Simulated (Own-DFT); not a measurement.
# What a defect does to the pressure of its cell: L1_0 TiAl

No measurement is shown. These are fixed-geometry runs of a retired plane-wave code named Own-DFT, which no person has reviewed; spin and spin-orbit coupling are neglected.

Method: PBE; PseudoDojo norm-conserving scalar-relativistic files; cutoff 42 hartree; 4 x 4 x 4 k mesh centred on Gamma; cold (Marzari-Vanderbilt) smearing of 0.2 eV.

Limits: forces on such cells failed a check on a denser k mesh; stress not checked against mesh or cutoff.

All runs share one cell, with vectors in Å (5.622, 5.622, 0.000); (-5.622, 5.622, 0.000); (0.000, 0.000, 8.133) and a volume of 514.0 Å³. Atoms were moved at random from their sites; u is the rms move along one axis. The defect's site can differ from row to row.

```
cell,formula,u (Å),P (GPa)
no defect,Al16Ti16,0.0180,1.17
no defect,Al16Ti16,0.0198,1.18
no defect,Al16Ti16,0.0500,1.66
two Al vacancies,Al14Ti16,0.0299,-0.59
two Al vacancies,Al14Ti16,0.0308,-0.52
two Al vacancies,Al14Ti16,0.0478,-0.15
two Al vacancies,Al14Ti16,0.0502,?
one Ti vacancy,Al16Ti15,0.0281,0.49
one Ti vacancy,Al16Ti15,0.0284,0.53
one Ti vacancy,Al16Ti15,0.0333,0.61
```

## Worked fit

P = P0 + c u² + a shift for each defect gives P0 = 1.07 GPa, c = 249 ± 18 GPa/Å² and a scatter of 0.04 GPa. The shifts, and each times the cell's volume:

- one Ti vacancy: -0.75 ± 0.03 GPa, -2.4 eV
- two Al vacancies: -1.83 ± 0.03 GPa, -5.9 eV (-2.9 eV for each of its 2 sites)

A positive shift means that the defect pushes the cell outwards. Shift times volume (160.2 GPa Å³ is 1 eV) depends little on the cell's size, so, taken for each site, it can be compared between cells at like pressure. The atoms around the defects weren't relaxed, which would change these numbers.

## The run left out

Asked: what pressure belongs in the blank (two Al vacancies, u = 0.0502 Å)?

Estimate: -0.14 ± 0.05 GPa. The hidden result is -0.28 GPa.
